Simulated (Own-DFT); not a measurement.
InAs (zincblende, strongly disordered by large displacements) (calculated)

All values are calculated (Own-DFT development build). A calculation, not a measurement: plane-wave PBE density functional theory by an unreviewed code, no spin, of a simulated periodic cell, stress positive in tension, free energy of the whole cell less one offset for each atom, forces on such cells passed a denser k mesh, this cell's mesh not checked; broken bonds can close the gap or carry spin, so checks made on this kind of crystal may not hold here; offsets are fitted by least squares, one for each functional and potential file, so energies compare only between cells with the same atoms and settings and are not formation energies; the far tail of each file's local potential was reset to the Coulomb form; each entry is a single point on an unrelaxed cell, so the pressure reflects the starting lattice, mostly measured values (interpolated for alloys), from which strain is counted, and rises with the displacements; printed positions are rounded, which can move forces by about a meV/angstrom; the program, named Own-DFT, is a retired in-house code; no spin-orbit coupling.

Settings shared by all entries: functional PBE; potential files PseudoDojo norm-conserving, scalar-relativistic, standard set; wave cutoff 42 hartree; occupations Fermi-Dirac; smearing width 0.1 eV; hardware one NVIDIA H200; k mesh 3 x 3 x 3 centred on Gamma.

(1) InAs (zincblende, strongly disordered by large displacements)

```
InAs
1.0
     12.1166     0.0000     0.0000
      0.0000    12.1166     0.0000
      0.0000     0.0000    12.1166
In As In As In As In As In As In As In As In As
4 4 4 4 4 4 4 4 4 4 4 4 4 4 4 4
Direct
  0.00418 0.02256 0.95509
  0.98247 0.22975 0.23118
  0.24135 0.97713 0.22659
  0.19162 0.27170 0.98556
  0.17279 0.16268 0.11396
  0.09744 0.41967 0.30684
  0.41692 0.14232 0.35236
  0.33372 0.33190 0.10344
  0.94525 0.03278 0.50232
  0.98145 0.22922 0.80243
  0.27072 0.00842 0.76452
  0.28257 0.30131 0.47287
  0.13132 0.15782 0.64553
  0.14484 0.39229 0.85567
  0.41342 0.11278 0.82920
  0.33607 0.38569 0.61821
  0.04795 0.51135 0.95595
  0.98495 0.72393 0.30711
  0.23174 0.50030 0.23835
  0.25673 0.72222 0.03645
  0.14748 0.62942 0.12492
  0.08836 0.88690 0.36715
  0.37697 0.63397 0.30986
  0.34109 0.86410 0.14909
  0.00317 0.47037 0.52173
  0.01719 0.74016 0.70943
  0.23914 0.50563 0.72433
  0.24887 0.80611 0.56508
  0.12680 0.61750 0.66862
  0.16694 0.86698 0.85614
  0.34051 0.66915 0.89899
  0.39761 0.85380 0.63086
  0.53856 0.09264 0.02946
  0.50395 0.26407 0.21968
  0.78335 0.02889 0.31288
  0.76484 0.24437 0.96737
  0.68334 0.09435 0.11758
  0.66937 0.37437 0.35129
  0.88408 0.14228 0.38852
  0.87492 0.35900 0.14456
  0.52262 0.00513 0.51224
  0.50335 0.29474 0.76816
  0.73072 0.05120 0.75321
  0.71877 0.28143 0.48199
  0.65144 0.09657 0.61043
  0.64125 0.35769 0.84398
  0.84603 0.11138 0.86175
  0.87685 0.36835 0.61696
  0.52357 0.49455 0.02195
  0.51215 0.71282 0.24475
  0.74551 0.48387 0.23148
  0.75511 0.69757 0.96971
  0.63897 0.59990 0.12285
  0.59466 0.90276 0.37473
  0.82119 0.68420 0.32530
  0.87206 0.85630 0.11128
  0.45652 0.47470 0.52843
  0.45948 0.72978 0.76836
  0.73629 0.53312 0.74909
  0.75753 0.75716 0.46218
  0.61032 0.61965 0.66486
  0.65463 0.88156 0.82777
  0.88243 0.65927 0.85554
  0.92460 0.86355 0.64261
```

* free energy of cell above offsets: 61.067 eV
* pressure: 21.13 GPa
* stress xx: -24.46 GPa
* stress yy: -18.02 GPa
* stress zz: -20.91 GPa
* stress yz: 2.88 GPa
* stress xz: -0.22 GPa
* stress xy: -0.66 GPa
* wall time: 1296 s

Force:
```
element  x (eV/Å)  y (eV/Å)  z (eV/Å)
     In     1.852    -2.575     1.843
     In     3.708    -1.743      0.46
     In     -5.94     6.829     5.276
     In     1.069     2.266    -6.724
     As    -2.597    -7.333      8.45
     As    -8.191    -5.468     6.197
     As    -2.074    -1.417     2.206
     As     3.238     2.185     2.032
     In     6.264    -7.737     8.612
     In     3.694     3.085    -3.224
     In    -2.407    -0.212    -2.514
     In    -3.622    -5.256    -7.386
     As    -0.153    -0.548    -0.539
     As    -0.471    -2.189    -4.706
     As     3.178     2.289     2.561
     As    -0.528    -3.665     8.882
     In    -3.869      4.36     3.795
     In     10.08     1.898    -2.732
     In     9.632     1.706    -2.616
     In     1.192     9.105     1.469
     As    -10.58    -4.007     3.735
     As     1.399     1.481      1.62
     As    -8.027    -4.879     6.084
     As     8.296    -5.415    -4.119
     In     3.013     2.014    -2.521
     In    -0.048     0.502     6.715
     In     6.777    -3.243     5.305
     In    -10.16    -3.087    -5.413
     As    -0.755    -0.077    -7.913
     As    -2.078    -1.247     1.509
     As     3.651    -5.972    -6.497
     As     8.331     5.214     1.878
     In    -9.582     -0.97    -6.316
     In     1.575     0.969    -0.761
     In    -7.723    -8.702    -6.319
     In    -1.392     2.911     4.149
     As     8.248     0.281     5.471
     As    -7.724     2.322    -4.252
     As     1.829     13.73    -1.359
     As    -0.547     1.725    -4.553
     In    -5.082     0.416     0.845
     In    -8.907    -4.363    -4.868
     In    -1.988    -6.115     1.005
     In     3.612    -6.495     9.528
     As    -1.747     6.327    -7.127
     As     7.953     5.102     5.008
     As     5.567    -0.504     5.226
     As    -2.987    -1.723     2.707
     In    -4.359    -3.379    -3.175
     In      7.47      6.22    -3.152
     In     3.826      3.07    -1.185
     In    -5.272     3.908     5.496
     As     1.627      4.45    -0.452
     As     3.031      -3.4    -4.048
     As    -5.484    -8.354    -8.398
     As     0.196     0.894     0.292
     In     7.668      6.21    -5.255
     In     4.126     0.513    -0.489
     In     6.601    -4.628      3.22
     In    -4.895     5.649     10.85
     As     -6.22     4.007    -5.649
     As    -1.305    -2.497     1.299
     As     5.939    -3.396    -4.138
     As    -7.924     8.959    -5.327
```

(2) InAs (zincblende, strongly disordered by large displacements)

```
InAs
1.0
     12.1166     0.0000     0.0000
      0.0000    12.1166     0.0000
      0.0000     0.0000    12.1166
In As In As In As In As In As In As In As In As
4 4 4 4 4 4 4 4 4 4 4 4 4 4 4 4
Direct
  0.97827 0.98497 0.00347
  0.98260 0.27380 0.19633
  0.23446 0.99065 0.24807
  0.19506 0.22027 0.01259
  0.09932 0.10131 0.11431
  0.11228 0.38857 0.36610
  0.35748 0.16285 0.33804
  0.42141 0.38919 0.12716
  0.02002 0.00598 0.53877
  0.01107 0.27308 0.66328
  0.20144 0.01506 0.74185
  0.25971 0.24947 0.52771
  0.13604 0.17139 0.61338
  0.14478 0.37835 0.86301
  0.38751 0.12626 0.83900
  0.30107 0.39028 0.61124
  0.03397 0.51830 0.99362
  0.97470 0.80231 0.22791
  0.25746 0.49676 0.24995
  0.25749 0.78278 0.98558
  0.13186 0.60722 0.14042
  0.14261 0.87186 0.37472
  0.40669 0.61726 0.35083
  0.40695 0.87247 0.12845
  0.02705 0.43873 0.51843
  0.00999 0.75016 0.77251
  0.22372 0.46338 0.73946
  0.24311 0.74528 0.45998
  0.14228 0.63917 0.63260
  0.12629 0.87729 0.82577
  0.34352 0.62376 0.90646
  0.35893 0.87920 0.60812
  0.49379 0.00463 0.03440
  0.47357 0.25123 0.25347
  0.76828 0.98622 0.25437
  0.77119 0.25619 0.03841
  0.58267 0.17371 0.14947
  0.57446 0.36063 0.34940
  0.88826 0.11169 0.39268
  0.88920 0.36575 0.08966
  0.50880 0.00691 0.47051
  0.51121 0.21137 0.76037
  0.80460 0.00994 0.75162
  0.76975 0.24839 0.52547
  0.58303 0.11127 0.59636
  0.57371 0.35269 0.85856
  0.93876 0.12012 0.87905
  0.88497 0.39704 0.60697
  0.47366 0.46889 0.95567
  0.52179 0.77735 0.25695
  0.72043 0.49251 0.23881
  0.74050 0.74562 0.05126
  0.64009 0.64449 0.14769
  0.69782 0.88945 0.37437
  0.85318 0.59718 0.32826
  0.89149 0.86870 0.09110
  0.51380 0.51459 0.47739
  0.53669 0.71466 0.73488
  0.76791 0.49467 0.74981
  0.75362 0.76179 0.48955
  0.63609 0.64144 0.61875
  0.64077 0.85024 0.86334
  0.86022 0.63143 0.90140
  0.92230 0.87548 0.58511
```

- free energy of cell above offsets: 50.025 eV
- pressure: 18.83 GPa
- stress xx: -17.39 GPa
- stress yy: -20.64 GPa
- stress zz: -18.48 GPa
- stress yz: 3.53 GPa
- stress xz: 4.75 GPa
- stress xy: -4.56 GPa
- wall time: 1225 s

Force:
```
element  x (eV/Å)  y (eV/Å)  z (eV/Å)
     In     5.387     3.553    -4.838
     In     6.381    -6.123     9.159
     In     2.184     1.585      -1.3
     In     4.304     3.883    -3.953
     As    -1.154    -2.277     4.155
     As     2.528    -2.748    -5.237
     As    -8.564    -7.349     6.937
     As    -3.066     1.334    -0.133
     In     5.811     7.682    -4.256
     In    -5.104     2.415     7.442
     In     4.901     4.761    -2.825
     In     5.922     -3.85     -12.2
     As    -0.223    -12.44     2.103
     As    -6.302     -5.79     8.218
     As    -9.355    -6.412      6.45
     As     10.53     4.318    -4.899
     In    -1.147    -0.809    -1.828
     In     5.301    -5.208     8.051
     In     1.571    -0.985     0.172
     In    -1.016     0.907     1.241
     As     -0.42     3.462     0.181
     As    -5.206     2.658    -1.464
     As    -2.391     2.292    -0.757
     As    -4.797    -1.833     1.218
     In     5.513     7.112    -1.959
     In    -4.702      -4.6    -2.577
     In     0.033     11.29     2.073
     In      4.09    -3.958     3.139
     As    -0.812    -0.919    -0.465
     As     1.222     -0.77     6.614
     As     1.447    -1.516    -2.583
     As     0.436    -0.023    -0.346
     In     2.817     4.012     -3.93
     In    -2.985     4.145    -0.957
     In     3.972     7.415    -7.758
     In    -8.732    -7.804    -4.178
     As     9.203    -6.638    -8.148
     As     6.628     4.873     4.931
     As     0.546     1.172    -0.956
     As     0.892     13.63    -3.207
     In    -3.521    -3.928    -4.299
     In     5.124     2.049    -7.096
     In    -1.103    -1.151    -0.367
     In     -2.43    -1.894    -1.528
     As     4.901     3.991     4.219
     As     6.887     0.955    -0.589
     As    -1.818     3.895    -2.896
     As    -9.939     1.171     3.494
     In    -2.341     4.318     1.508
     In     1.194    -0.692     2.309
     In    -1.111    -4.097     0.104
     In      3.31     4.246    -6.848
     As     -6.43    -4.156     2.662
     As    -8.285    -2.023     3.737
     As      3.08     2.863     2.626
     As    -8.441    -2.564    -0.714
     In     0.702    -1.075     2.472
     In    -7.886     5.203     7.969
     In    -1.568     0.639     1.316
     In     2.705    -4.733     2.836
     As     6.235    -5.937    -7.295
     As     0.599     1.414     1.141
     As     1.159    -0.231    -0.766
     As    -6.661    -8.703     4.677
```

(3) InAs (zincblende, strongly disordered by large displacements)

```
InAs
1.0
     12.1166     0.0000     0.0000
      0.0000    12.1166     0.0000
      0.0000     0.0000    12.1166
In As In As In As In As In As In As In As In As
4 4 4 4 4 4 4 4 4 4 4 4 4 4 4 4
Direct
  0.01292 0.99965 0.00864
  0.00103 0.25549 0.21451
  0.27444 0.01648 0.24532
  0.24400 0.24923 0.99095
  0.12014 0.09358 0.11613
  0.12452 0.36948 0.38892
  0.35366 0.11691 0.39365
  0.34680 0.36510 0.13450
  0.99983 0.97279 0.50479
  0.98825 0.29250 0.72044
  0.27140 0.99144 0.74604
  0.23129 0.25964 0.49686
  0.13809 0.12209 0.58869
  0.09598 0.38052 0.86373
  0.35958 0.10216 0.88618
  0.38853 0.39478 0.63467
  0.97545 0.46508 0.02714
  0.02832 0.72709 0.25266
  0.25521 0.50342 0.25131
  0.26198 0.74048 0.99994
  0.09426 0.60387 0.14651
  0.11855 0.87618 0.37659
  0.39477 0.64084 0.38391
  0.36174 0.88532 0.13895
  0.00375 0.48519 0.48694
  0.01525 0.75735 0.76576
  0.26299 0.48275 0.74892
  0.27098 0.78519 0.48484
  0.11335 0.62374 0.59350
  0.14348 0.85620 0.86492
  0.34154 0.58408 0.86875
  0.39189 0.88477 0.60543
  0.52440 0.98467 0.97506
  0.49852 0.22694 0.22922
  0.75382 0.00205 0.26722
  0.74914 0.26814 0.01235
  0.64946 0.13583 0.13010
  0.61248 0.37621 0.35218
  0.89451 0.12709 0.37801
  0.84239 0.37929 0.11474
  0.50890 0.00025 0.47812
  0.49743 0.24891 0.75683
  0.74030 0.99536 0.76018
  0.75595 0.24934 0.50249
  0.63794 0.12963 0.62542
  0.61530 0.40573 0.87701
  0.87054 0.11342 0.89093
  0.86618 0.39144 0.60296
  0.49667 0.49355 0.97196
  0.51589 0.76989 0.24665
  0.74187 0.47430 0.24405
  0.76260 0.74090 0.01518
  0.62080 0.60245 0.14729
  0.63449 0.86457 0.38132
  0.88434 0.60663 0.40297
  0.87179 0.84658 0.13812
  0.48299 0.51163 0.50710
  0.52464 0.76953 0.73910
  0.75827 0.51155 0.75797
  0.76188 0.77281 0.51207
  0.62858 0.62276 0.65541
  0.63074 0.87574 0.86313
  0.86547 0.60576 0.86011
  0.87234 0.83707 0.63962
```

- free energy of cell above offsets: 1.532 eV
- pressure: 9.59 GPa
- stress xx: -9.82 GPa
- stress yy: -9.14 GPa
- stress zz: -9.82 GPa
- stress yz: -3.77 GPa
- stress xz: -1.33 GPa
- stress xy: -0.54 GPa
- wall time: 1310 s

Force:
```
element  x (eV/Å)  y (eV/Å)  z (eV/Å)
     In    -4.589    -4.604    -4.124
     In     0.293    -0.677     1.388
     In     -3.19     0.745     0.959
     In    -1.413    -0.024    -0.154
     As     4.146     4.845     3.837
     As    -0.535     0.961     -5.12
     As     2.014     1.502     0.124
     As     2.039    -0.752    -1.228
     In    -1.359     1.148      1.14
     In      0.63     -3.54      0.48
     In     -1.72    -0.162    -1.918
     In     4.149     0.667      1.31
     As    -2.064    -2.604     3.808
     As     1.864     0.138     1.689
     As     1.997     1.699     0.619
     As      0.16    -4.085    -1.236
     In     4.363     4.024    -4.102
     In    -4.259     5.148     5.273
     In    -0.498     0.919      1.61
     In      -0.5    -0.905     0.637
     As     4.143    -4.927    -5.581
     As     1.353    -0.123    -2.145
     As    -1.415     0.702    -2.002
     As     2.805     -2.86    -2.879
     In     1.064    -0.066     1.701
     In    -1.581    -3.781    -1.926
     In    -6.801    -1.975    -4.041
     In    -1.747    -2.408    -0.374
     As     1.841     1.144     1.945
     As      1.44     2.756      2.08
     As     3.913     6.345     5.472
     As     0.968     0.124     2.368
     In    -2.422     2.832     3.516
     In    -1.662     1.041     1.468
     In     0.988    -0.103    -0.479
     In    -3.358    -4.305     -5.98
     As    -0.946    -2.557    -0.725
     As    -1.766    -1.824     2.899
     As    -0.269    -0.007    -0.106
     As     2.211    -0.406     4.765
     In     0.722      1.33     0.767
     In     0.207    -0.368     0.187
     In     2.772     1.886    -1.924
     In    -0.513    -0.021    -1.827
     As     -1.31    -0.611     0.153
     As     5.437    -5.993    -3.868
     As     0.067     1.126    -0.755
     As     -2.18     0.752     0.647
     In    -5.063     3.794     5.953
     In    -0.949    -1.544    -0.893
     In     0.977     3.109     3.249
     In    -1.747    -2.136     -1.61
     As    -1.354      2.05    -2.468
     As     0.382     1.042    -0.193
     As    -3.115     2.868    -3.251
     As     1.891     2.371     1.355
     In     2.913     0.194    -0.446
     In    -2.899    -0.869    -0.935
     In    -3.385    -4.799    -4.137
     In    -2.939    -4.355    -3.268
     As    -0.667     0.005     -3.42
     As     1.638    -3.247     1.971
     As     5.904     4.952     6.042
     As     2.925     4.415     3.703
```

(4) InAs (zincblende, strongly disordered by large displacements)

```
InAs
1.0
     12.1166     0.0000     0.0000
      0.0000    12.1166     0.0000
      0.0000     0.0000    12.1166
In As In As In As In As In As In As In As In As
4 4 4 4 4 4 4 4 4 4 4 4 4 4 4 4
Direct
  0.01234 0.99081 0.99743
  0.97688 0.20904 0.26569
  0.25064 0.98829 0.23736
  0.25180 0.26505 0.99821
  0.15180 0.12396 0.09780
  0.11526 0.35923 0.36959
  0.39116 0.13269 0.38243
  0.37062 0.39226 0.13181
  0.98945 0.01310 0.52413
  0.00188 0.24310 0.74077
  0.26631 0.02536 0.74135
  0.23817 0.23113 0.49981
  0.12942 0.13510 0.63837
  0.10426 0.36847 0.85767
  0.36478 0.12347 0.85441
  0.38213 0.36901 0.63142
  0.01060 0.47057 0.99385
  0.99057 0.74732 0.24717
  0.25612 0.49409 0.24432
  0.25272 0.72981 0.01258
  0.15357 0.61930 0.16330
  0.13364 0.86699 0.35724
  0.37079 0.64696 0.41224
  0.38737 0.86169 0.11741
  0.01474 0.48144 0.50295
  0.99091 0.74051 0.74902
  0.25243 0.52977 0.74733
  0.24485 0.73471 0.52407
  0.12826 0.64234 0.62327
  0.10791 0.87766 0.89117
  0.38143 0.61078 0.85326
  0.38035 0.85364 0.64012
  0.51936 0.00899 0.96648
  0.48922 0.25523 0.23042
  0.74481 0.99426 0.24688
  0.75781 0.27068 0.99502
  0.62740 0.12105 0.11573
  0.62655 0.37945 0.40369
  0.87675 0.09706 0.36679
  0.87722 0.36152 0.13301
  0.51324 0.02483 0.50137
  0.54248 0.22665 0.74954
  0.76890 0.98542 0.75969
  0.74191 0.25691 0.49596
  0.61500 0.13108 0.62404
  0.61169 0.36912 0.87959
  0.86337 0.13629 0.89546
  0.83819 0.38374 0.61927
  0.48233 0.49218 0.00989
  0.47917 0.73842 0.23627
  0.75201 0.50059 0.26944
  0.76121 0.76561 0.00007
  0.61445 0.62513 0.11852
  0.63301 0.87525 0.40907
  0.85050 0.64839 0.37591
  0.87047 0.87704 0.14014
  0.48094 0.52390 0.48813
  0.51043 0.73994 0.72349
  0.72429 0.49998 0.75294
  0.76044 0.74172 0.49134
  0.64798 0.61909 0.60760
  0.62259 0.86377 0.90060
  0.86698 0.63453 0.87563
  0.89199 0.87643 0.59783
```

* free energy of cell above offsets: -2.114 eV
* pressure: 8.94 GPa
* stress xx: -8.68 GPa
* stress yy: -9.43 GPa
* stress zz: -8.71 GPa
* stress yz: -0.96 GPa
* stress xz: 1 GPa
* stress xy: 1.72 GPa
* wall time: 1141 s

Force:
```
element  x (eV/Å)  y (eV/Å)  z (eV/Å)
     In    -3.505     3.526     3.135
     In      4.23     4.255    -4.174
     In     1.252     0.689    -0.086
     In     0.431      0.84    -1.612
     As    -1.828    -0.973     2.261
     As     0.627    -0.573    -0.824
     As    -1.931    -0.076    -1.712
     As     0.001    -3.211    -0.828
     In     3.765      2.62    -2.535
     In    -3.863      0.57     0.594
     In    -2.853    -5.788    -2.833
     In     1.774     2.029    -0.848
     As    -0.547    -1.817    -1.272
     As      3.47     0.652    -0.572
     As     4.566     4.175     4.832
     As    -0.388       0.4    -0.233
     In     -1.52     2.302       2.3
     In     0.865    -0.439     0.646
     In     0.797    -1.909     5.803
     In     0.132     0.662    -1.305
     As     -4.84     3.415    -3.536
     As      -0.7     0.001     2.086
     As    -0.812     1.224    -6.037
     As    -0.974     2.599    -1.797
     In    -1.372     1.158     0.663
     In     0.359     1.658     0.151
     In    -2.489    -4.026    -2.304
     In     1.569     5.797    -2.679
     As    -5.144    -4.218     2.848
     As     3.756    -4.011    -4.025
     As     2.735     2.445     3.711
     As    -2.059     3.758    -1.623
     In    -2.679     2.029     1.774
     In     1.651    -0.708     1.412
     In    -2.194    -0.524     0.864
     In    -1.734     0.227     0.963
     As     -0.16     1.023     0.051
     As    -2.589     1.752    -3.274
     As    -3.217    -1.664      4.17
     As     0.628     1.079     1.284
     In    -1.325     -3.25    -0.796
     In    -5.254     4.717     5.197
     In    -0.625     0.137    -0.178
     In     1.395    -3.253     0.219
     As     6.283    -3.815    -3.528
     As    -0.036     0.845     0.693
     As     2.137    -2.082    -2.026
     As     3.268    -0.008     0.822
     In     1.918     1.881    -2.324
     In     1.473    -0.769     2.651
     In    -0.865    -0.696    -1.193
     In     0.486    -1.347      1.49
     As     1.238    -0.625     0.315
     As    -1.478     0.909    -2.384
     As      6.18    -5.344    -5.259
     As     1.162     0.203    -1.645
     In     3.279    -4.807     3.241
     In     2.355    -1.311     2.161
     In      0.79     0.176     1.539
     In    -3.169     4.775     5.372
     As    -1.978      0.08     0.333
     As     0.423    -1.556    -4.112
     As    -0.032    -2.106     0.302
     As    -2.833    -3.703     3.668
```
